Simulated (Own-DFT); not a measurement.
Simulation results for SiC (twinned 3C silicon carbide, strained, atoms displaced), GaN (wurtzite, atoms displaced)

Computed with Own-DFT development build. A calculation, not a measurement: plane-wave PBE density functional theory by an unreviewed code, no spin, of a simulated periodic cell, stress positive in tension, free energy of the whole cell less one offset for each atom, forces on such cells passed a denser k mesh, this cell's mesh not checked; offsets are fitted by least squares, one for each functional and potential file, so energies compare only between cells with the same atoms and settings and are not formation energies; the far tail of each file's local potential was reset to the Coulomb form; each entry is a single point on an unrelaxed cell, so the pressure reflects the starting lattice, mostly measured values (interpolated for alloys), from which strain is counted, and rises with the displacements; printed positions are rounded, which can move forces by about a meV/angstrom; the program, named Own-DFT, is a retired in-house code; no spin-orbit coupling.

Settings shared by all entries: functional PBE.

(1) 
```cif
# cell vector a (Å): 4.2027 -4.2771 -0.0681
# cell vector b (Å): 0.1357 4.3447 -4.3838
# cell vector c (Å): 8.6131 8.8982 8.7048
data_SiC
_symmetry_space_group_name_H-M 'P 1'
_symmetry_Int_Tables_number 1
_cell_length_a 5.9967
_cell_length_b 6.1735
_cell_length_c 15.1373
_cell_angle_alpha 88.977
_cell_angle_beta 91.549
_cell_angle_gamma 118.586
_cell_volume 491.90
loop_
_atom_site_label
_atom_site_type_symbol
_atom_site_fract_x
_atom_site_fract_y
_atom_site_fract_z
_atom_site_occupancy
Si1 Si 0.01898 0.00983 0.43385 1
C1 C 0.98939 0.00891 0.06367 1
Si2 Si 0.16802 0.32544 0.10818 1
C2 C 0.16269 0.34422 0.22249 1
Si3 Si 0.32158 0.15062 0.27165 1
C3 C 0.33007 0.15860 0.39626 1
Si4 Si 0.99816 0.51810 0.44045 1
C4 C 0.98717 0.50002 0.06261 1
Si5 Si 0.16032 0.83316 0.10745 1
C5 C 0.16376 0.85248 0.22345 1
Si6 Si 0.34154 0.66641 0.26809 1
C6 C 0.31901 0.66129 0.39513 1
Si7 Si 0.48184 0.00336 0.44067 1
C7 C 0.48948 0.01476 0.06507 1
Si8 Si 0.66366 0.33233 0.10837 1
C8 C 0.67428 0.33792 0.22594 1
Si9 Si 0.83845 0.16439 0.26971 1
C9 C 0.83936 0.16169 0.39359 1
Si10 Si 0.49864 0.50211 0.43717 1
C10 C 0.47952 0.49092 0.06572 1
Si11 Si 0.66456 0.84286 0.09945 1
C11 C 0.67062 0.81731 0.23034 1
Si12 Si 0.84322 0.66527 0.26979 1
C12 C 0.83832 0.68134 0.39494 1
Si13 Si 0.00591 0.99646 0.93393 1
C13 C 0.98792 0.00075 0.56515 1
Si14 Si 0.83114 0.67136 0.60757 1
C14 C 0.84462 0.68527 0.72758 1
Si15 Si 0.67119 0.83543 0.76822 1
C15 C 0.66888 0.83337 0.89598 1
Si16 Si 0.00191 0.50107 0.94346 1
C16 C 0.97736 0.49048 0.56294 1
Si17 Si 0.83486 0.17965 0.59817 1
C17 C 0.83265 0.15361 0.72833 1
Si18 Si 0.66969 0.33501 0.76980 1
C18 C 0.67927 0.32952 0.89639 1
Si19 Si 0.50307 0.01043 0.93954 1
C19 C 0.48084 0.99143 0.56342 1
Si20 Si 0.32514 0.67847 0.60371 1
C20 C 0.32239 0.64735 0.72613 1
Si21 Si 0.16140 0.81839 0.77107 1
C21 C 0.16500 0.83345 0.89281 1
Si22 Si 0.48990 0.49609 0.93624 1
C22 C 0.49707 0.50158 0.56133 1
Si23 Si 0.34194 0.16753 0.60872 1
C23 C 0.32828 0.15709 0.72928 1
Si24 Si 0.14218 0.32897 0.77666 1
C24 C 0.14926 0.33112 0.89713 1
_calc_potential_files 'PseudoDojo norm-conserving, scalar-relativistic, standard set'
_calc_wave_cutoff 42  # hartree
_calc_occupations 'Fermi-Dirac'
_calc_smearing_width 0.1  # eV
_calc_k_mesh '5 x 5 x 2 centred on Gamma'
_calc_free_energy_of_cell_above_offsets '-3.120'  # eV
_calc_pressure 7.7  # GPa
_calc_stress_xx -12.52  # GPa
_calc_stress_yy -7.86  # GPa
_calc_stress_zz -2.72  # GPa
_calc_stress_yz -0.57  # GPa
_calc_stress_xz -4.75  # GPa
_calc_stress_xy 7.16  # GPa
```

Force:
```tsv
element	x (eV/Å)	y (eV/Å)	z (eV/Å)
Si	-1.536	3.257	2.703
C	0.164	-2.108	-0.093
Si	-2.864	0.21	-1.994
C	2.605	1.042	3.057
Si	1.269	0.562	-3.186
C	0.09	0.332	-3.554
Si	-1.25	-2.223	1.543
C	1.939	0.359	0.333
Si	-2.123	-1.079	-1.528
C	1.696	-0.859	3.386
Si	-0.536	1.238	0.07
C	0.818	-0.098	-0.992
Si	2.061	-4.476	1.092
C	-0.246	-1.343	0.626
Si	-1.223	-0.243	-1.769
C	0.649	1.603	2.28
Si	-0.52	0.288	0.434
C	-0.391	2.469	-0.64
Si	0.236	0.152	-0.274
C	1.154	-1.343	-2.499
Si	-0.341	0.528	2.26
C	-0.958	1.302	-2.666
Si	-0.147	0.068	0.898
C	-0.837	-0.288	0.378
Si	0.034	2.18	0.406
C	0.654	-2.128	-0.859
Si	-1.307	-0.109	-1.254
C	-1.247	-0.48	2.719
Si	-0.742	1.284	1.242
C	-0.856	0.184	0.311
Si	-0.768	0.31	-1.171
C	1.511	0.26	-2.205
Si	0.071	-0.029	3.279
C	-1.696	1.363	-1.679
Si	-0.276	0.227	0.486
C	-1.488	1.635	-0.87
Si	-0.44	-0.929	0.391
C	1.105	-0.553	-1.289
Si	-0.478	-1.874	2.353
C	1.075	1.046	-0.319
Si	1.503	-0.237	-1.85
C	1.217	-0.387	1.116
Si	1.179	-0.33	0.224
C	0.045	0.638	0.578
Si	-2.172	1.912	-0.956
C	1.181	1.239	0.355
Si	1.005	-3.331	-1.071
C	1.185	-1.241	0.198
```

(2) 
```cif
# cell vector a (Å): 4.3064 -4.2372 -0.0466
# cell vector b (Å): 0.1247 4.3152 -4.3044
# cell vector c (Å): 8.8300 8.7848 8.5139
data_SiC
_symmetry_space_group_name_H-M 'P 1'
_symmetry_Int_Tables_number 1
_cell_length_a 6.0416
_cell_length_b 6.0963
_cell_length_c 15.0873
_cell_angle_alpha 88.528
_cell_angle_beta 89.745
_cell_angle_gamma 118.451
_cell_volume 488.32
loop_
_atom_site_label
_atom_site_type_symbol
_atom_site_fract_x
_atom_site_fract_y
_atom_site_fract_z
_atom_site_occupancy
Si1 Si 0.00355 0.00604 0.44443 1
C1 C 0.98555 0.98892 0.06410 1
Si2 Si 0.17111 0.33280 0.11119 1
C2 C 0.17426 0.33136 0.22397 1
Si3 Si 0.34154 0.17053 0.26201 1
C3 C 0.33588 0.18766 0.39456 1
Si4 Si 0.99308 0.50875 0.43763 1
C4 C 0.00657 0.51762 0.06237 1
Si5 Si 0.17172 0.82194 0.09915 1
C5 C 0.16217 0.83734 0.23092 1
Si6 Si 0.33605 0.66943 0.27215 1
C6 C 0.34931 0.67456 0.39499 1
Si7 Si 0.50817 0.01088 0.43757 1
C7 C 0.49895 0.99937 0.06470 1
Si8 Si 0.66273 0.33629 0.10881 1
C8 C 0.67158 0.33478 0.22735 1
Si9 Si 0.82917 0.15646 0.27137 1
C9 C 0.84795 0.17645 0.39785 1
Si10 Si 0.50303 0.48953 0.43670 1
C10 C 0.50046 0.50568 0.05825 1
Si11 Si 0.65465 0.81205 0.10282 1
C11 C 0.65069 0.82327 0.22687 1
Si12 Si 0.85981 0.69041 0.27923 1
C12 C 0.84515 0.66627 0.40356 1
Si13 Si 0.99873 0.98505 0.93770 1
C13 C 0.99876 0.00953 0.56016 1
Si14 Si 0.83916 0.66989 0.60509 1
C14 C 0.81290 0.65830 0.72719 1
Si15 Si 0.67721 0.86571 0.77165 1
C15 C 0.65717 0.82592 0.89734 1
Si16 Si 0.99430 0.49594 0.93882 1
C16 C 0.99186 0.51536 0.55923 1
Si17 Si 0.84281 0.19026 0.60578 1
C17 C 0.83024 0.16101 0.73025 1
Si18 Si 0.66116 0.31842 0.77493 1
C18 C 0.66679 0.33300 0.88577 1
Si19 Si 0.51215 0.01839 0.93307 1
C19 C 0.51096 0.01366 0.55866 1
Si20 Si 0.33782 0.67711 0.60222 1
C20 C 0.33414 0.67271 0.72574 1
Si21 Si 0.17139 0.84185 0.76841 1
C21 C 0.17818 0.82430 0.89711 1
Si22 Si 0.49945 0.50530 0.93439 1
C22 C 0.49818 0.48108 0.56182 1
Si23 Si 0.34016 0.16704 0.60380 1
C23 C 0.33511 0.15545 0.72686 1
Si24 Si 0.17777 0.34201 0.76982 1
C24 C 0.15922 0.33233 0.89525 1
_calc_potential_files 'PseudoDojo norm-conserving, scalar-relativistic, standard set'
_calc_wave_cutoff 42  # hartree
_calc_occupations 'Fermi-Dirac'
_calc_smearing_width 0.1  # eV
_calc_k_mesh '5 x 5 x 2 centred on Gamma'
_calc_free_energy_of_cell_above_offsets '-2.190'  # eV
_calc_pressure 10.06  # GPa
_calc_stress_xx -4.21  # GPa
_calc_stress_yy -12.24  # GPa
_calc_stress_zz -13.75  # GPa
_calc_stress_yz -0.43  # GPa
_calc_stress_xz -5.01  # GPa
_calc_stress_xy 4.99  # GPa
```

Force:
```tsv
element	x (eV/Å)	y (eV/Å)	z (eV/Å)
Si	-0.939	-1.987	-1.69
C	1.275	-0.573	-1.029
Si	-4.216	-2.58	-2.529
C	1.298	3.616	1.477
Si	1.552	1.5	1.977
C	-1.317	-2.747	1.769
Si	3.3	-4.196	1.817
C	-1.667	-1.658	3.109
Si	0.575	3.63	-1.006
C	0.876	-2.234	-1.129
Si	-0.732	0.17	0.782
C	-0.418	1.364	0.421
Si	-1.064	-0.719	-0.54
C	0.305	-0.476	-1.736
Si	-0.522	-2.151	-1.171
C	1.96	1.071	0.083
Si	0.15	-0.311	-0.648
C	-1.537	0.177	-0.403
Si	0.846	1.952	-1.072
C	-0.45	-0.465	1.974
Si	1.308	1.117	-1.725
C	2.527	-0.623	-0.215
Si	-3.834	0.346	1.342
C	-2.943	2.377	-3.776
Si	0.254	0.99	-0.69
C	2.31	1.47	1.96
Si	-1.583	2.514	-0.561
C	2.113	0.215	-0.059
Si	-2.086	-2.843	5.466
C	0.884	-0.625	-2.375
Si	0.271	-0.485	-0.425
C	2.552	-1.973	1.162
Si	-1.106	-1.16	0.701
C	1.666	0.267	-4.294
Si	-2.754	-1.672	-4.762
C	3.596	3.935	2.202
Si	0.121	0.618	3.168
C	0.747	0.034	1.577
Si	-0.301	-1.249	0.202
C	0.682	0.127	0.047
Si	-1.526	0.147	2.712
C	-1.181	0.706	-1.463
Si	-1.028	-0.156	1.363
C	0.65	1.869	-2.36
Si	-1.212	0.288	0.546
C	0.635	1.572	-1.231
Si	-0.44	0.059	0.389
C	0.404	-1.245	0.647
```

(3) 
```cif
# cell vector a (Å): 12.7560 0.0000 0.0000
# cell vector b (Å): -4.7835 8.2853 0.0000
# cell vector c (Å): 0.0000 0.0000 10.3700
data_GaN
_symmetry_space_group_name_H-M 'P 1'
_symmetry_Int_Tables_number 1
_cell_length_a 12.7560
_cell_length_b 9.5670
_cell_length_c 10.3700
_cell_angle_alpha 90.000
_cell_angle_beta 90.000
_cell_angle_gamma 120.000
_cell_volume 1095.98
loop_
_atom_site_label
_atom_site_type_symbol
_atom_site_fract_x
_atom_site_fract_y
_atom_site_fract_z
_atom_site_occupancy
Ga1 Ga 0.08023 0.22178 0.00684 1
Ga2 Ga 0.16358 0.11537 0.25045 1
N1 N 0.08362 0.22536 0.19068 1
N2 N 0.16892 0.11210 0.43237 1
Ga3 Ga 0.08413 0.21802 0.50079 1
Ga4 Ga 0.17182 0.11604 0.74579 1
N3 N 0.08212 0.22435 0.68845 1
N4 N 0.16420 0.10474 0.94235 1
Ga5 Ga 0.08515 0.54985 0.00274 1
Ga6 Ga 0.17124 0.44679 0.24978 1
N5 N 0.09398 0.56620 0.19112 1
N6 N 0.16754 0.44692 0.43729 1
Ga7 Ga 0.07771 0.55471 0.49331 1
Ga8 Ga 0.16697 0.44411 0.75322 1
N7 N 0.07237 0.54056 0.68954 1
N8 N 0.16889 0.44625 0.94412 1
Ga9 Ga 0.08983 0.89186 0.99337 1
Ga10 Ga 0.17831 0.78411 0.24622 1
N9 N 0.08376 0.88646 0.18946 1
N10 N 0.17019 0.78838 0.43432 1
Ga11 Ga 0.08888 0.89210 0.50036 1
Ga12 Ga 0.17430 0.78090 0.75161 1
N11 N 0.08139 0.87903 0.68029 1
N12 N 0.16744 0.78167 0.94481 1
Ga13 Ga 0.33113 0.21784 0.00256 1
Ga14 Ga 0.41125 0.09963 0.24364 1
N13 N 0.33269 0.22416 0.18266 1
N14 N 0.41753 0.10933 0.43905 1
Ga15 Ga 0.33878 0.22779 0.50147 1
Ga16 Ga 0.41080 0.11541 0.75456 1
N15 N 0.33349 0.22379 0.69230 1
N16 N 0.41806 0.11942 0.94302 1
Ga17 Ga 0.33053 0.55022 0.99428 1
Ga18 Ga 0.41276 0.44472 0.24966 1
N17 N 0.33324 0.55521 0.19634 1
N18 N 0.41673 0.44403 0.43668 1
Ga19 Ga 0.33426 0.55918 0.50387 1
Ga20 Ga 0.41288 0.45499 0.75511 1
N19 N 0.33258 0.56178 0.69122 1
N20 N 0.41763 0.44253 0.93828 1
Ga21 Ga 0.33139 0.89559 0.00309 1
Ga22 Ga 0.41391 0.77246 0.24798 1
N21 N 0.33387 0.87757 0.18966 1
N22 N 0.40809 0.77599 0.44345 1
Ga23 Ga 0.32946 0.89456 0.50002 1
Ga24 Ga 0.41866 0.77575 0.74553 1
N23 N 0.34137 0.89490 0.69042 1
N24 N 0.41413 0.78074 0.94068 1
Ga25 Ga 0.58510 0.22541 0.00041 1
Ga26 Ga 0.66751 0.09822 0.25237 1
N25 N 0.58188 0.21903 0.18785 1
N26 N 0.66151 0.10915 0.44989 1
Ga27 Ga 0.58034 0.22295 0.50500 1
Ga28 Ga 0.66323 0.09380 0.75309 1
N27 N 0.58445 0.22163 0.68775 1
N28 N 0.66249 0.10210 0.93725 1
Ga29 Ga 0.58692 0.55403 0.00273 1
Ga30 Ga 0.65985 0.43386 0.24368 1
N29 N 0.57993 0.55805 0.18638 1
N30 N 0.66731 0.45199 0.43069 1
Ga31 Ga 0.57724 0.55369 0.49749 1
Ga32 Ga 0.65582 0.44184 0.74034 1
N31 N 0.58207 0.55484 0.68562 1
N32 N 0.66455 0.44415 0.94010 1
Ga33 Ga 0.58913 0.88652 0.00068 1
Ga34 Ga 0.66820 0.78079 0.25306 1
N33 N 0.57832 0.87802 0.18236 1
N34 N 0.66635 0.78339 0.43500 1
Ga35 Ga 0.58247 0.89205 0.49619 1
Ga36 Ga 0.67027 0.78319 0.74392 1
N35 N 0.57255 0.88737 0.68054 1
N36 N 0.67222 0.78562 0.93026 1
Ga37 Ga 0.82944 0.22066 0.00332 1
Ga38 Ga 0.91707 0.11543 0.24438 1
N37 N 0.84073 0.22634 0.18754 1
N38 N 0.91442 0.10025 0.43486 1
Ga39 Ga 0.84023 0.23450 0.49619 1
Ga40 Ga 0.91191 0.10855 0.74458 1
N39 N 0.83423 0.22536 0.68373 1
N40 N 0.91908 0.11563 0.93976 1
Ga41 Ga 0.83945 0.55668 0.99524 1
Ga42 Ga 0.91411 0.43750 0.25608 1
N41 N 0.83649 0.56884 0.18553 1
N42 N 0.91089 0.44072 0.43925 1
Ga43 Ga 0.82858 0.55358 0.50511 1
Ga44 Ga 0.90963 0.43809 0.75293 1
N43 N 0.83121 0.55507 0.68238 1
N44 N 0.91360 0.44608 0.94277 1
Ga45 Ga 0.84170 0.90348 0.00030 1
Ga46 Ga 0.91747 0.77971 0.25248 1
N45 N 0.83501 0.89676 0.19082 1
N46 N 0.91550 0.78863 0.43971 1
Ga47 Ga 0.83456 0.89700 0.49552 1
Ga48 Ga 0.91746 0.78125 0.74954 1
N47 N 0.83341 0.89450 0.69602 1
N48 N 0.92000 0.77787 0.93531 1
_calc_potential_files 'PseudoDojo norm-conserving, scalar-relativistic, standard set with the stringent files for Ga'
_calc_wave_cutoff 96  # hartree
_calc_occupations 'Gaussian'
_calc_smearing_width 0.01  # eV
_calc_k_mesh '3 x 4 x 3 centred on Gamma'
_calc_free_energy_of_cell_above_offsets '-5.797'  # eV
_calc_pressure 6.7  # GPa
_calc_stress_xx -6.12  # GPa
_calc_stress_yy -7.36  # GPa
_calc_stress_zz -6.62  # GPa
_calc_stress_yz 0.01  # GPa
_calc_stress_xz 0.29  # GPa
_calc_stress_xy 0.53  # GPa
```

Force:
```tsv
element	x (eV/Å)	y (eV/Å)	z (eV/Å)
Ga	0.922	-0.064	-0.97
Ga	1.082	-1.12	-0.745
N	-0.185	0.23	-0.101
N	0.268	0.548	1.45
Ga	-0.352	0.55	-0.495
Ga	-1.461	-1.283	0.773
N	0.655	-0.51	0.15
N	-0.337	1.871	-1.208
Ga	-1.158	1.108	0.299
Ga	-0.808	0.021	0.512
N	-0.993	-1.734	-0.062
N	-0.264	-0.523	0.554
Ga	1.067	0.647	0.923
Ga	-1.002	-0.093	-0.327
N	1.009	1.663	-0.209
N	-0.383	-1.114	-0.925
Ga	-1.767	-0.977	1.725
Ga	-2.827	-0.531	0.751
N	0.288	0.778	-0.39
N	-0.067	-1.611	0.147
Ga	-1.394	-0.097	-1.144
Ga	-0.734	-0.992	-0.199
N	0.334	1.238	1.709
N	1.069	-1.249	-1.249
Ga	-0.619	0.863	-0.676
Ga	0.036	1.302	0.892
N	0.134	-0.505	1.552
N	-0.626	0.708	-0.745
Ga	-0.446	-0.782	-0.415
Ga	2.08	-0.356	0.013
N	-0.265	1.242	-0.869
N	0.4	-0.915	-0.38
Ga	1.001	1.514	1.372
Ga	0.995	-0.244	-0.246
N	0.158	-0.233	-1.751
N	-0.835	0.145	0.359
Ga	-0.418	-0.469	-0.702
Ga	1.504	-0.823	-0.39
N	-0.175	-1.142	-0.377
N	-0.338	0.209	0.295
Ga	1.317	-0.524	-0.687
Ga	0.864	-0.062	1.13
N	0.216	1.994	-0.892
N	1.033	0.521	-0.929
Ga	1.007	-0.473	0.67
Ga	-1.362	0.815	1.82
N	-1.272	-0.18	-0.119
N	0.624	-0.328	-0.365
Ga	0.175	-0.364	-0.319
Ga	-1.022	0.879	0.319
N	0.626	-1.266	-0.018
N	1.154	1.148	-2.037
Ga	0.292	0.489	-0.877
Ga	-0.619	2.075	-0.927
N	-0.547	-0.539	0.988
N	0.167	1.138	0.505
Ga	-0.742	0.992	-0.594
Ga	0.374	1.994	0.33
N	0.485	-0.218	0.598
N	-0.196	-0.975	0.874
Ga	1.153	0.868	-0.299
Ga	2.071	-0.172	1.533
N	-1.597	0.891	-0.241
N	0.981	0.057	-0.966
Ga	-1.371	-0.818	-0.738
Ga	0.314	-0.693	-0.951
N	0.301	0.975	1.319
N	-0.138	-0.531	1.046
Ga	-0.641	-0.952	0.03
Ga	-1.035	-0.758	0.285
N	2.641	-0.31	0.363
N	0.394	-0.837	0.796
Ga	0.181	0.206	-0.961
Ga	1.035	-0.635	1.245
N	-1.755	-0.492	0.243
N	-0.497	3.468	-0.294
Ga	-0.231	-3.106	0.856
Ga	0.539	1.531	0.931
N	-0.456	-1.125	0.568
N	-0.548	0.883	-0.601
Ga	-2.139	1.021	1.071
Ga	-0.299	2.392	-1.463
N	0.264	-2.337	0.187
N	0.087	1.693	-0.556
Ga	-0.316	1.156	-1.824
Ga	-0.187	0.653	-0.045
N	-0.434	-0.016	1.968
N	1.883	-1.197	-0.67
Ga	0.094	-2.197	-0.005
Ga	0.132	0.553	-0.015
N	0.048	-0.58	-0.756
N	1.306	-1.297	0.265
Ga	-0.275	-1.972	1.264
Ga	0.207	-0.582	-0.273
N	0.544	-0.723	-1.879
N	-0.382	0.603	0.195
```
